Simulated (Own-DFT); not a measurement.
Si$_{12}$O$_{23}$ (quartz with two neutral oxygen vacancies, atoms displaced) (calculated)

Computed with Own-DFT development build. A calculation, not a measurement: plane-wave PBE and HSE06 DFT by an unreviewed code, no spin, of a simulated cell at Gamma alone, so results move with cell size and shape, stress positive in tension, energies less offsets, not probed for a lower state with spin; oxygen file: force components 24 meV/angstrom off all-electron in a glass; k mesh not checked against a denser one; forces and stress are PBE's, HSE06 gives the energy alone, and its difference from PBE has offsets of its own; offsets are fitted by least squares, one for each functional and potential file, so energies compare only between cells with the same atoms and settings and are not formation energies; the far tail of each file's local potential was reset to the Coulomb form; each entry is a single point on an unrelaxed cell, so the pressure reflects the starting lattice, mostly measured values (interpolated for alloys), from which strain is counted, and rises with the displacements; printed positions are rounded, which can move forces by about a meV/angstrom; the program, named Own-DFT, is a retired in-house code; no spin-orbit coupling.

Settings shared by all entries: first functional PBE; second functional HSE06; exact exchange share 0.25; screening 0.11 1/bohr; exchange divergence Gygi-Baldereschi; potential files PseudoDojo norm-conserving, scalar-relativistic, made for PBE, standard set; wave cutoff 48 hartree; occupations fixed; k mesh 1 x 1 x 1 centred on Gamma.

```json
{"entry": 1, "formula": "Si12O23", "kind": "quartz with two neutral oxygen vacancies, atoms displaced", "structure": {"cell_angstrom": [[9.8268, 0.0, 0.0], [-4.9134, 8.5103, 0.0], [0.0, 0.0, 10.8104]], "atoms_fractional": [["Si", 0.22721, 0.00259, 0.00085], ["Si", 0.00469, 0.22311, 0.33454], ["Si", 0.26438, 0.2579, 0.16807], ["O", 0.20539, 0.13166, 0.06195], ["O", 0.43276, 0.29804, 0.22143], ["O", 0.36556, 0.06878, 0.398], ["O", 0.07445, 0.36372, 0.44087], ["O", 0.13032, 0.19698, 0.25904], ["O", 0.30043, 0.43167, 0.10805], ["Si", 0.23136, 0.99336, 0.50131], ["Si", 0.9966, 0.23355, 0.83669], ["Si", 0.25755, 0.26628, 0.66777], ["O", 0.20366, 0.13191, 0.55333], ["O", 0.43353, 0.28596, 0.72894], ["O", 0.35947, 0.07197, 0.88638], ["O", 0.0702, 0.36751, 0.93345], ["O", 0.13435, 0.21544, 0.76292], ["O", 0.29407, 0.43651, 0.61006], ["Si", 0.24062, 0.50198, 0.99133], ["Si", 0.99402, 0.72789, 0.3314], ["Si", 0.26313, 0.76272, 0.16582], ["O", 0.20817, 0.631, 0.06692], ["O", 0.43024, 0.79384, 0.22931], ["O", 0.07593, 0.865, 0.44424], ["O", 0.13587, 0.71356, 0.27186], ["O", 0.284, 0.91797, 0.10705], ["Si", 0.23177, 0.49377, 0.49711], ["Si", 0.99379, 0.7259, 0.83497], ["Si", 0.24669, 0.76132, 0.65702], ["O", 0.20992, 0.63603, 0.55953], ["O", 0.43237, 0.80045, 0.72285], ["O", 0.36869, 0.57993, 0.89461], ["O", 0.07433, 0.86599, 0.93843], ["O", 0.14157, 0.71647, 0.77203], ["O", 0.299, 0.93571, 0.61442], ["Si", 0.74482, 0.00812, 0.0003], ["Si", 0.49821, 0.23534, 0.33501], ["Si", 0.76985, 0.27087, 0.16652], ["O", 0.71589, 0.12794, 0.05101], ["O", 0.92184, 0.28624, 0.22588], ["O", 0.86624, 0.07521, 0.38785], ["O", 0.58246, 0.37518, 0.43848], ["O", 0.63973, 0.20548, 0.28254], ["O", 0.78918, 0.41627, 0.09999], ["Si", 0.73654, 0.99773, 0.4966], ["Si", 0.49968, 0.23452, 0.83001], ["Si", 0.77078, 0.26562, 0.658], ["O", 0.71108, 0.14138, 0.55423], ["O", 0.92941, 0.29535, 0.72883], ["O", 0.86531, 0.07164, 0.88931], ["O", 0.5882, 0.36721, 0.93787], ["O", 0.62496, 0.20406, 0.77238], ["O", 0.79022, 0.43473, 0.60421], ["Si", 0.73214, 0.50747, 0.00537], ["Si", 0.50094, 0.73702, 0.33513], ["Si", 0.76806, 0.77575, 0.16588], ["O", 0.70757, 0.63215, 0.06496], ["O", 0.92233, 0.79794, 0.22763], ["O", 0.87009, 0.57611, 0.39109], ["O", 0.57072, 0.86076, 0.43994], ["O", 0.77843, 0.91938, 0.1138], ["Si", 0.72248, 0.48707, 0.49804], ["Si", 0.50527, 0.73972, 0.83607], ["Si", 0.76135, 0.76018, 0.6701], ["O", 0.69963, 0.62053, 0.56169], ["O", 0.92749, 0.78875, 0.73657], ["O", 0.86757, 0.57271, 0.88724], ["O", 0.57878, 0.86554, 0.93879], ["O", 0.63482, 0.70876, 0.77788], ["O", 0.7995, 0.93087, 0.61284]]}, "results": {"PBE_energy_of_cell_above_offsets [eV]": "-14.345", "HSE06_less_PBE_above_offsets [eV]": "0.103", "PBE_pressure [GPa]": 10.46, "PBE_stress_xx [GPa]": -8.41, "PBE_stress_yy [GPa]": -12.97, "PBE_stress_zz [GPa]": -10.0, "PBE_stress_yz [GPa]": -0.57, "PBE_stress_xz [GPa]": 0.39, "PBE_stress_xy [GPa]": 0.04, "force_element": ["Si", "Si", "Si", "O", "O", "O", "O", "O", "O", "Si", "Si", "Si", "O", "O", "O", "O", "O", "O", "Si", "Si", "Si", "O", "O", "O", "O", "O", "Si", "Si", "Si", "O", "O", "O", "O", "O", "O", "Si", "Si", "Si", "O", "O", "O", "O", "O", "O", "Si", "Si", "Si", "O", "O", "O", "O", "O", "O", "Si", "Si", "Si", "O", "O", "O", "O", "O", "Si", "Si", "Si", "O", "O", "O", "O", "O", "O"], "force_x [eV/angstrom]": [4.523, -1.426, 1.665, -1.509, 0.859, 1.025, -1.328, -2.906, -0.186, 0.869, 0.894, 6.83, -0.706, -7.395, -0.866, 0.995, -4.295, 1.402, -2.351, 1.025, 1.785, 0.506, -2.173, -1.808, -0.812, -0.939, 2.133, 4.061, 5.63, -0.403, -0.843, 1.672, -1.173, -2.583, -0.765, 1.417, 1.077, -0.289, -5.217, 3.12, -0.729, -6.82, -0.767, -0.912, -0.635, 1.666, -2.744, 1.015, -1.24, 1.407, -1.812, 5.473, 3.295, 4.095, 1.942, -1.198, -2.156, 2.196, -1.92, 0.701, -1.369, 5.913, -2.999, 1.663, -1.207, -3.814, -2.071, 0.775, 1.282, -0.547], "force_y [eV/angstrom]": [-2.363, 4.447, 4.89, 0.809, -0.442, 1.779, -2.899, -1.591, -1.381, 1.922, -0.141, 1.29, 1.818, 2.42, -0.467, 2.161, -2.269, -1.536, -1.351, 3.898, 0.862, -2.544, 0.617, -2.806, -0.841, 2.569, 5.019, 3.582, 3.143, -2.857, -1.094, 0.112, -0.842, -1.673, 0.501, -7.083, -1.238, -4.609, 7.346, 0.093, -3.338, -8.226, 0.444, 3.167, -0.247, -1.347, 2.128, -2.744, 0.171, -0.802, -0.674, 0.003, -2.877, -3.255, -4.782, -6.146, 2.813, 0.268, -3.66, 3.223, 5.674, 9.448, 0.711, -0.319, 2.618, 1.252, -4.243, 2.308, -0.867, 0.047], "force_z [eV/angstrom]": [-2.069, -2.379, -3.439, -0.247, 1.252, -1.623, -1.681, 4.11, -0.594, 1.687, -2.792, -4.672, 1.296, -5.974, 1.955, 2.352, 5.312, 1.233, 4.955, -0.206, 1.239, -2.608, -1.611, -1.944, 1.092, -1.239, -1.104, 0.276, 2.962, -2.94, 0.185, -2.1, 0.166, 2.638, -1.142, -2.417, -0.413, 0.372, 4.903, 1.577, 1.594, -5.526, -0.872, -0.62, 1.852, 4.964, 4.492, -2.542, -1.353, -0.399, -0.05, -3.196, 2.763, -3.677, -1.645, 4.055, 1.361, 0.999, 1.902, 2.888, -3.0, 2.292, -3.63, -0.896, 1.258, -3.952, 3.687, 2.422, -0.203, -1.331]}}
{"entry": 2, "formula": "Si12O23", "kind": "quartz with two neutral oxygen vacancies, atoms displaced", "structure": {"cell_angstrom": [[9.8268, 0.0, 0.0], [-4.9134, 8.5103, 0.0], [0.0, 0.0, 10.8104]], "atoms_fractional": [["Si", 0.24384, 0.0026, 0.99662], ["Si", 0.99228, 0.23622, 0.33333], ["Si", 0.25838, 0.26195, 0.15505], ["O", 0.21192, 0.14246, 0.05065], ["O", 0.42681, 0.29944, 0.22825], ["O", 0.37353, 0.068, 0.39037], ["O", 0.06606, 0.35952, 0.44231], ["O", 0.12876, 0.2096, 0.2742], ["O", 0.28757, 0.41955, 0.10637], ["Si", 0.23558, 0.99731, 0.50003], ["Si", 0.99517, 0.23806, 0.83646], ["Si", 0.27636, 0.26938, 0.66522], ["O", 0.20192, 0.13804, 0.55453], ["O", 0.41468, 0.28938, 0.72554], ["O", 0.37322, 0.08155, 0.89226], ["O", 0.07382, 0.36082, 0.94002], ["O", 0.12936, 0.2044, 0.77857], ["O", 0.29043, 0.42523, 0.60737], ["Si", 0.23093, 0.49751, 0.99574], ["Si", 0.99581, 0.72868, 0.33366], ["Si", 0.26302, 0.75402, 0.16344], ["O", 0.20225, 0.62829, 0.05886], ["O", 0.36438, 0.56974, 0.39102], ["O", 0.07948, 0.87187, 0.44329], ["O", 0.1282, 0.70444, 0.27578], ["O", 0.30228, 0.93521, 0.10485], ["Si", 0.23323, 0.49643, 0.50085], ["Si", 0.0069, 0.74081, 0.83914], ["Si", 0.26889, 0.76624, 0.67751], ["O", 0.20389, 0.63237, 0.5518], ["O", 0.42352, 0.79022, 0.72241], ["O", 0.36017, 0.56951, 0.89082], ["O", 0.07934, 0.864, 0.94805], ["O", 0.12709, 0.69634, 0.7703], ["O", 0.29899, 0.92135, 0.60867], ["Si", 0.73704, 0.00038, 0.9936], ["Si", 0.49876, 0.23756, 0.33037], ["Si", 0.76182, 0.26448, 0.16278], ["O", 0.71337, 0.13985, 0.06097], ["O", 0.9325, 0.29288, 0.23022], ["O", 0.87462, 0.08101, 0.39123], ["O", 0.58282, 0.3681, 0.44525], ["O", 0.63639, 0.21347, 0.27034], ["O", 0.79497, 0.43676, 0.11267], ["Si", 0.73474, 0.99706, 0.49167], ["Si", 0.5027, 0.23717, 0.83395], ["Si", 0.76738, 0.26207, 0.66342], ["O", 0.70063, 0.12665, 0.56856], ["O", 0.92978, 0.29819, 0.72119], ["O", 0.87032, 0.07592, 0.89406], ["O", 0.57259, 0.37558, 0.93105], ["O", 0.63009, 0.21029, 0.78012], ["O", 0.80233, 0.4293, 0.61467], ["Si", 0.73431, 0.50534, 0.99326], ["Si", 0.48505, 0.73004, 0.33088], ["Si", 0.76781, 0.76094, 0.1662], ["O", 0.70496, 0.63158, 0.05259], ["O", 0.93177, 0.79032, 0.23427], ["O", 0.86138, 0.56984, 0.39689], ["O", 0.5596, 0.85657, 0.44379], ["O", 0.79558, 0.92934, 0.10836], ["Si", 0.73327, 0.49754, 0.49838], ["Si", 0.50079, 0.73916, 0.83531], ["Si", 0.77959, 0.76786, 0.66358], ["O", 0.7024, 0.63136, 0.56222], ["O", 0.91898, 0.78853, 0.71988], ["O", 0.85928, 0.57206, 0.89419], ["O", 0.57447, 0.87103, 0.94131], ["O", 0.63711, 0.70966, 0.77462], ["O", 0.79798, 0.92971, 0.61333]]}, "results": {"PBE_energy_of_cell_above_offsets [eV]": "-15.923", "HSE06_less_PBE_above_offsets [eV]": "0.276", "PBE_pressure [GPa]": 8.67, "PBE_stress_xx [GPa]": -9.03, "PBE_stress_yy [GPa]": -10.04, "PBE_stress_zz [GPa]": -6.94, "PBE_stress_yz [GPa]": -1.23, "PBE_stress_xz [GPa]": -1.69, "PBE_stress_xy [GPa]": -2.37, "force_element": ["Si", "Si", "Si", "O", "O", "O", "O", "O", "O", "Si", "Si", "Si", "O", "O", "O", "O", "O", "O", "Si", "Si", "Si", "O", "O", "O", "O", "O", "Si", "Si", "Si", "O", "O", "O", "O", "O", "O", "Si", "Si", "Si", "O", "O", "O", "O", "O", "O", "Si", "Si", "Si", "O", "O", "O", "O", "O", "O", "Si", "Si", "Si", "O", "O", "O", "O", "O", "Si", "Si", "Si", "O", "O", "O", "O", "O", "O"], "force_x [eV/angstrom]": [-0.899, 5.419, 0.549, 0.9, -1.336, -0.548, 0.435, 2.026, -1.776, 1.69, 2.189, -10.59, 1.623, 9.602, -0.488, -1.288, 1.076, 0.534, 1.423, 1.955, 0.59, -0.748, -0.13, -2.03, 2.287, 1.152, -1.482, -1.998, -3.068, -0.219, 4.796, 0.918, -0.806, -1.557, -1.441, 0.342, 0.424, 1.88, 0.523, -5.822, -2.473, -3.231, -0.513, -0.312, -0.107, -2.629, -1.929, 0.622, 1.326, -0.25, -0.43, 4.561, -1.734, -0.131, 0.845, -2.295, -1.679, -3.93, 1.639, 1.044, 0.21, 1.887, 1.699, -11.29, 0.403, 12.0, 3.785, -1.473, -0.45, -1.28], "force_y [eV/angstrom]": [1.702, 1.785, -0.592, -3.433, -0.106, 0.243, 1.705, -0.142, 4.329, 2.674, -0.77, -2.843, -1.053, 0.912, -2.304, 1.494, 0.627, 0.718, -0.858, 0.46, 3.374, -0.942, -1.999, -3.527, -0.392, -2.055, -0.408, -2.522, -2.369, 1.674, 0.619, 1.629, -0.276, -0.127, 2.008, 0.947, -0.295, 3.646, -2.75, 1.701, -5.296, -4.414, -0.679, -0.434, -0.4, 2.125, 1.318, -2.767, -0.266, -1.045, 0.457, -0.375, 1.273, -3.86, 1.551, 0.418, 2.804, 1.48, 1.119, 1.629, -0.26, 2.104, -1.732, -1.594, -0.868, 1.179, 3.317, -0.912, 0.348, 1.29], "force_z [eV/angstrom]": [1.464, 0.802, 7.13, -2.666, -1.194, 0.722, 1.431, -1.82, -2.371, 1.252, -4.51, -2.564, -0.141, 4.835, 0.291, 1.867, -1.322, 0.367, 1.765, 4.507, 4.113, -1.701, 0.528, -2.077, -1.622, 1.283, -0.688, -2.682, -6.343, 2.315, 2.922, -0.959, -0.525, 2.17, -0.716, 3.714, 1.329, 2.206, -2.9, -5.282, 2.379, -2.651, 0.904, -1.265, 3.078, -1.487, 2.566, -3.008, 1.754, -0.426, 1.202, -2.831, -1.969, 3.441, -3.608, 1.212, 1.772, -3.986, -1.777, 0.305, -0.64, 5.325, -1.686, -2.744, -1.097, 6.976, -3.825, -0.369, 0.177, -2.647]}}
{"entry": 3, "formula": "Si12O23", "kind": "quartz with two neutral oxygen vacancies, atoms displaced", "structure": {"cell_angstrom": [[9.8268, 0.0, 0.0], [-4.9134, 8.5103, 0.0], [0.0, 0.0, 10.8104]], "atoms_fractional": [["Si", 0.23869, 0.00657, 0.0031], ["Si", 0.00722, 0.23878, 0.33311], ["Si", 0.26673, 0.26287, 0.16176], ["O", 0.20621, 0.13721, 0.06009], ["O", 0.42242, 0.28567, 0.22789], ["O", 0.36719, 0.07744, 0.39679], ["O", 0.06728, 0.36133, 0.43631], ["O", 0.13017, 0.20441, 0.28147], ["O", 0.29114, 0.43347, 0.10692], ["Si", 0.22577, 0.99295, 0.50434], ["Si", 0.00175, 0.22771, 0.83075], ["Si", 0.26533, 0.2553, 0.6687], ["O", 0.20806, 0.13708, 0.56139], ["O", 0.43026, 0.30261, 0.7228], ["O", 0.37374, 0.08163, 0.89365], ["O", 0.0797, 0.36887, 0.93985], ["O", 0.12663, 0.20409, 0.77169], ["O", 0.30058, 0.43521, 0.60871], ["Si", 0.2345, 0.49884, 0.99719], ["Si", 0.99395, 0.72091, 0.33169], ["Si", 0.2682, 0.76641, 0.17116], ["O", 0.20484, 0.6304, 0.05883], ["O", 0.42553, 0.78622, 0.22762], ["O", 0.36385, 0.5704, 0.40215], ["O", 0.07249, 0.86381, 0.44108], ["O", 0.12949, 0.70049, 0.27647], ["O", 0.29701, 0.93365, 0.10489], ["Si", 0.22392, 0.50155, 0.49889], ["Si", 0.00116, 0.73188, 0.82348], ["Si", 0.26367, 0.75684, 0.65909], ["O", 0.20564, 0.63635, 0.55787], ["O", 0.41893, 0.79345, 0.73161], ["O", 0.36544, 0.56783, 0.89174], ["O", 0.05436, 0.85621, 0.94515], ["O", 0.13347, 0.7061, 0.77536], ["O", 0.29382, 0.91436, 0.61274], ["Si", 0.74161, 0.00041, 0.00601], ["Si", 0.5001, 0.23006, 0.33719], ["Si", 0.75872, 0.26077, 0.16563], ["O", 0.71311, 0.13117, 0.06262], ["O", 0.92687, 0.28914, 0.22323], ["O", 0.87465, 0.08188, 0.39403], ["O", 0.57723, 0.36697, 0.44786], ["O", 0.63308, 0.19963, 0.27517], ["O", 0.79061, 0.41789, 0.10576], ["Si", 0.73505, 0.99502, 0.49653], ["Si", 0.49625, 0.23205, 0.83052], ["Si", 0.76531, 0.27147, 0.67046], ["O", 0.92732, 0.29615, 0.72862], ["O", 0.85561, 0.06914, 0.89165], ["O", 0.57514, 0.36913, 0.94357], ["O", 0.63667, 0.21445, 0.78002], ["O", 0.7853, 0.42391, 0.60605], ["Si", 0.73447, 0.48815, 0.0028], ["Si", 0.50167, 0.73077, 0.32677], ["Si", 0.76695, 0.77242, 0.1683], ["O", 0.70009, 0.62662, 0.05661], ["O", 0.91947, 0.78807, 0.23051], ["O", 0.86369, 0.57484, 0.39032], ["O", 0.63284, 0.71097, 0.26599], ["O", 0.7971, 0.93365, 0.10097], ["Si", 0.73931, 0.50659, 0.50108], ["Si", 0.49607, 0.72818, 0.82785], ["Si", 0.76658, 0.7708, 0.67332], ["O", 0.69981, 0.62549, 0.5641], ["O", 0.91579, 0.7846, 0.72403], ["O", 0.8724, 0.57318, 0.89417], ["O", 0.56248, 0.85998, 0.93728], ["O", 0.63271, 0.70282, 0.77157], ["O", 0.8046, 0.92739, 0.60454]]}, "results": {"PBE_energy_of_cell_above_offsets [eV]": "-16.256", "HSE06_less_PBE_above_offsets [eV]": "0.146", "PBE_pressure [GPa]": 9.42, "PBE_stress_xx [GPa]": -12.61, "PBE_stress_yy [GPa]": -7.35, "PBE_stress_zz [GPa]": -8.31, "PBE_stress_yz [GPa]": 1.91, "PBE_stress_xz [GPa]": 0.5, "PBE_stress_xy [GPa]": 1.11, "force_element": ["Si", "Si", "Si", "O", "O", "O", "O", "O", "O", "Si", "Si", "Si", "O", "O", "O", "O", "O", "O", "Si", "Si", "Si", "O", "O", "O", "O", "O", "O", "Si", "Si", "Si", "O", "O", "O", "O", "O", "O", "Si", "Si", "Si", "O", "O", "O", "O", "O", "O", "Si", "Si", "Si", "O", "O", "O", "O", "O", "Si", "Si", "Si", "O", "O", "O", "O", "O", "Si", "Si", "Si", "O", "O", "O", "O", "O", "O"], "force_x [eV/angstrom]": [-1.867, -3.911, -2.443, -0.47, 0.772, -1.227, -0.176, 5.556, 2.214, 2.805, -5.373, -3.315, 0.391, 2.087, -2.156, -1.768, 4.754, -1.038, 0.211, -0.563, -1.676, -0.751, -1.178, 1.287, -0.857, 2.071, 1.526, 3.33, -2.396, -0.062, -1.479, 0.974, 0.564, 2.32, 2.781, -3.352, -6.286, 0.281, 3.181, -1.558, -0.613, -0.588, -0.631, -0.942, 0.652, -2.009, 0.411, 1.491, 0.636, 1.813, -1.815, 0.934, 1.133, -0.705, -0.725, 1.237, 0.474, 1.385, -0.662, 0.88, 4.803, -1.226, -0.166, -2.19, -0.831, 4.446, -0.537, 1.78, -1.231, -0.405], "force_y [eV/angstrom]": [-3.041, -1.153, 3.515, -1.629, 0.318, -2.873, 3.657, -0.058, -2.478, 1.231, 1.899, 5.339, -3.122, -0.562, -3.588, -3.421, -1.201, -1.791, 1.783, 5.488, -0.95, 2.079, 1.271, 1.967, -1.866, 0.144, -1.782, -3.281, 0.04, -0.004, -2.281, -0.182, -0.118, 2.641, -0.364, 5.704, -0.493, 2.838, -0.839, 0.109, 0.3, -1.93, -1.652, -0.201, 0.964, 0.371, 4.841, -3.172, 0.263, 1.23, -3.013, -0.494, 1.117, 5.137, 0.251, -2.14, 1.495, 0.56, -3.469, -1.368, -3.565, -1.27, 0.738, -2.528, 2.564, 0.97, -1.245, 1.768, -0.483, 1.018], "force_z [eV/angstrom]": [-3.236, -2.122, 3.946, -2.112, 0.081, 1.849, 3.229, -3.71, 2.331, 0.291, 2.955, -0.095, -2.048, 1.588, 1.853, -2.007, -1.829, 0.017, 0.217, -0.387, -3.098, 1.47, -1.415, -2.548, -1.103, -1.067, 2.3, 1.296, 4.423, 6.576, -2.838, -0.855, -0.856, -0.062, -2.222, -3.505, -6.604, 0.083, 1.809, -0.375, -0.139, 0.711, -2.075, 0.664, 1.137, -0.042, 0.36, -1.177, 0.262, -1.677, -2.107, -0.48, 0.441, -2.094, 5.936, -4.31, 1.715, 0.325, 1.422, 0.355, 5.792, -0.015, 2.03, -4.039, 1.109, 1.179, 0.324, 1.468, 1.12, -0.42]}}
{"entry": 4, "formula": "Si12O23", "kind": "quartz with two neutral oxygen vacancies, atoms displaced", "structure": {"cell_angstrom": [[9.8268, 0.0, 0.0], [-4.9134, 8.5103, 0.0], [0.0, 0.0, 10.8104]], "atoms_fractional": [["Si", 0.23583, 0.0085, 0.00279], ["Si", 0.00064, 0.23201, 0.33248], ["Si", 0.27229, 0.27837, 0.16274], ["O", 0.20104, 0.13399, 0.06016], ["O", 0.42798, 0.30349, 0.23217], ["O", 0.36652, 0.07909, 0.39633], ["O", 0.07502, 0.36826, 0.44507], ["O", 0.14086, 0.21032, 0.27799], ["O", 0.29265, 0.42512, 0.11101], ["Si", 0.2405, 0.00988, 0.49945], ["Si", 0.99629, 0.22811, 0.82551], ["Si", 0.25659, 0.26346, 0.65994], ["O", 0.20456, 0.12686, 0.5532], ["O", 0.41772, 0.29548, 0.7207], ["O", 0.37487, 0.07197, 0.89278], ["O", 0.07408, 0.3643, 0.93549], ["O", 0.13159, 0.20671, 0.76815], ["O", 0.28726, 0.42167, 0.60553], ["Si", 0.23937, 0.50471, 0.01125], ["Si", 0.0061, 0.74265, 0.33965], ["Si", 0.26199, 0.76834, 0.16782], ["O", 0.20076, 0.63269, 0.05804], ["O", 0.42395, 0.78862, 0.22338], ["O", 0.37026, 0.58085, 0.39347], ["O", 0.07761, 0.87076, 0.44219], ["O", 0.13455, 0.69891, 0.2643], ["O", 0.28777, 0.92105, 0.10216], ["Si", 0.23459, 0.5111, 0.50109], ["Si", 0.00081, 0.7335, 0.82721], ["Si", 0.26056, 0.76352, 0.66245], ["O", 0.20667, 0.63284, 0.56306], ["O", 0.42667, 0.7983, 0.72711], ["O", 0.36708, 0.56929, 0.89001], ["O", 0.07046, 0.85787, 0.93676], ["O", 0.13371, 0.70421, 0.76834], ["O", 0.29546, 0.935, 0.60777], ["Si", 0.73182, 0.99667, 0.9983], ["Si", 0.50489, 0.2269, 0.32787], ["Si", 0.77726, 0.27352, 0.17679], ["O", 0.70076, 0.13728, 0.06056], ["O", 0.92293, 0.29746, 0.22477], ["O", 0.85288, 0.06992, 0.39255], ["O", 0.57116, 0.37164, 0.44957], ["O", 0.63955, 0.20862, 0.27527], ["O", 0.79093, 0.43411, 0.10793], ["Si", 0.73971, 0.00127, 0.50238], ["Si", 0.50053, 0.23355, 0.83015], ["Si", 0.76426, 0.25222, 0.66743], ["O", 0.71043, 0.1321, 0.55892], ["O", 0.92395, 0.29206, 0.73382], ["O", 0.86974, 0.07708, 0.8876], ["O", 0.5725, 0.36609, 0.93851], ["O", 0.63586, 0.21407, 0.76965], ["O", 0.78386, 0.42082, 0.6139], ["Si", 0.73826, 0.4965, 0.99698], ["Si", 0.49863, 0.7174, 0.33311], ["Si", 0.76529, 0.77002, 0.16804], ["O", 0.72044, 0.63314, 0.06055], ["O", 0.93457, 0.80068, 0.22843], ["O", 0.88013, 0.57439, 0.39465], ["O", 0.57074, 0.86761, 0.43288], ["O", 0.62692, 0.6922, 0.27256], ["O", 0.79157, 0.92726, 0.10615], ["Si", 0.73855, 0.49961, 0.49508], ["Si", 0.49457, 0.73358, 0.83276], ["Si", 0.7695, 0.76976, 0.66675], ["O", 0.70429, 0.63092, 0.56185], ["O", 0.86716, 0.5758, 0.88447], ["O", 0.57291, 0.87045, 0.93868], ["O", 0.7928, 0.92873, 0.61038]]}, "results": {"PBE_energy_of_cell_above_offsets [eV]": "-16.084", "HSE06_less_PBE_above_offsets [eV]": "0.225", "PBE_pressure [GPa]": 8.56, "PBE_stress_xx [GPa]": -9.26, "PBE_stress_yy [GPa]": -9.73, "PBE_stress_zz [GPa]": -6.7, "PBE_stress_yz [GPa]": 2.76, "PBE_stress_xz [GPa]": 2.04, "PBE_stress_xy [GPa]": 0.52, "force_element": ["Si", "Si", "Si", "O", "O", "O", "O", "O", "O", "Si", "Si", "Si", "O", "O", "O", "O", "O", "O", "Si", "Si", "Si", "O", "O", "O", "O", "O", "O", "Si", "Si", "Si", "O", "O", "O", "O", "O", "O", "Si", "Si", "Si", "O", "O", "O", "O", "O", "O", "Si", "Si", "Si", "O", "O", "O", "O", "O", "O", "Si", "Si", "Si", "O", "O", "O", "O", "O", "O", "Si", "Si", "Si", "O", "O", "O", "O"], "force_x [eV/angstrom]": [1.12, -0.585, 2.295, -0.715, 1.482, 1.91, -0.86, -0.515, -1.371, 2.118, 2.218, 1.845, -4.368, 2.492, -1.527, 1.261, 0.365, -1.545, -1.901, 1.154, 3.923, -0.231, 1.297, -3.312, 0.065, -4.911, -0.475, 3.626, -2.209, 1.276, -2.073, -1.45, -0.902, 0.77, -0.395, 0.704, -0.431, -4.248, -9.113, 1.464, 10.39, 3.299, -0.46, 1.139, 2.725, -3.163, -2.03, -1.789, -0.777, -1.565, -1.738, -0.254, 0.05, 0.812, -0.705, -1.205, 2.496, -1.728, -1.148, -0.367, 1.207, 2.55, 0.185, 0.548, 3.368, 0.709, 0.387, -0.612, -0.959, 0.383], "force_y [eV/angstrom]": [-3.159, 0.907, -7.315, 1.74, -0.62, 0.134, -1.285, 0.022, 5.417, -4.588, 2.82, -1.4, 4.698, -0.743, -0.975, 1.059, -1.241, 3.13, -1.298, -1.602, -0.497, 0.701, -0.476, -6.686, 0.574, -0.846, 2.166, -4.34, 0.988, 3.919, 1.087, 0.192, -1.116, 2.959, -0.74, -1.279, 3.647, 3.851, -1.228, -0.228, 1.018, 2.811, -3.126, -0.786, -2.61, -3.733, 1.597, 4.245, -0.372, 1.158, -3.934, -0.083, -1.464, 0.022, 1.313, 9.128, -2.59, 2.057, 0.083, -0.521, 0.143, -0.084, 0.549, 0.228, 0.555, -2.656, 0.415, -2.297, -0.97, 1.553], "force_z [eV/angstrom]": [-3.275, 1.324, 3.78, 0.898, -0.077, -2.366, -1.683, -0.707, -1.327, -0.041, 3.596, 0.325, 2.709, 1.81, 1.294, 1.369, -0.099, -1.997, -6.166, -3.408, -2.597, 0.538, 0.634, 3.73, 0.797, 5.024, -0.034, -1.069, -1.922, 1.8, -0.667, -1.177, 2.136, 1.738, 0.572, 0.35, -0.284, 3.021, -8.467, 0.513, 4.88, -3.564, -3.572, 0.432, 2.973, -0.254, -1.181, -0.164, -0.624, -2.931, 2.529, -0.089, 0.846, -1.2, -2.14, -2.466, -0.525, 0.958, 0.145, 0.193, 0.689, -1.313, 0.435, 3.452, -1.709, 3.947, -0.829, 1.085, -0.109, -0.486]}}
```
